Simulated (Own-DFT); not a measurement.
# Point defects and the pressure they add: wurtzite GaN

No measurement is shown. These are fixed-geometry runs of a retired plane-wave code named Own-DFT, which no person has reviewed; spin and spin-orbit coupling are neglected.

Method: PBE; PseudoDojo norm-conserving scalar-relativistic files; cutoff 42 hartree; 4 x 4 x 3 k mesh centred on Gamma; Fermi-Dirac smearing of 0.1 eV.

Limits (not all hold for every row): not probed for a lower state with spin; forces not confirmed at this smearing and k mesh; stress not checked against mesh or cutoff.

All runs share one cell, with vectors in Å (9.567, 0.000, 0.000); (-4.784, 8.285, 0.000); (0.000, 0.000, 10.370) and a volume of 822.0 Å³. u is the rms random offset of the atoms per axis. The defect's site can differ from row to row.

| cell | formula | u (Å) | P (GPa) |
|---|---|---|---|
| no defect | Ga36N36 | 0.0205 | 5.90 |
| no defect | Ga36N36 | 0.0535 | 8.30 |
| no defect | Ga36N36 | 0.0552 | 7.91 |
| one Ga on an N site | Ga37N35 | 0.0292 | 11.88 |
| one Ga on an N site | Ga37N35 | 0.0296 | 11.96 |
| one Ga on an N site | Ga37N35 | 0.0506 | ? |
| one Ga on an N site | Ga37N35 | 0.0517 | 13.28 |
| one N on a Ga site | Ga35N37 | 0.0301 | 5.50 |
| one N on a Ga site | Ga35N37 | 0.0302 | 5.51 |
| one N on a Ga site | Ga35N37 | 0.0517 | 6.68 |

## What the rows give

P = P0 + c u² + a shift for each defect gives P0 = 5.72 GPa, c = 784 ± 71 GPa/Å² and a scatter of 0.21 GPa. The shifts, and each times the cell's volume:

- one Ga on an N site: 5.51 ± 0.18 GPa, 28.3 eV
- one N on a Ga site: -0.99 ± 0.17 GPa, -5.1 eV

A positive shift means that the defect pushes the cell outwards. Shift times volume (160.2 GPa Å³ is 1 eV) depends little on the cell's size, so, taken for each site, it can be compared between cells at like pressure. The atoms around the defects weren't relaxed, which would change these numbers.

## Prediction

The question: what pressure belongs in the blank (one Ga on an N site, u = 0.0506 Å)?

From the fit: 13.23 ± 0.25 GPa. Computed: 13.71 GPa.
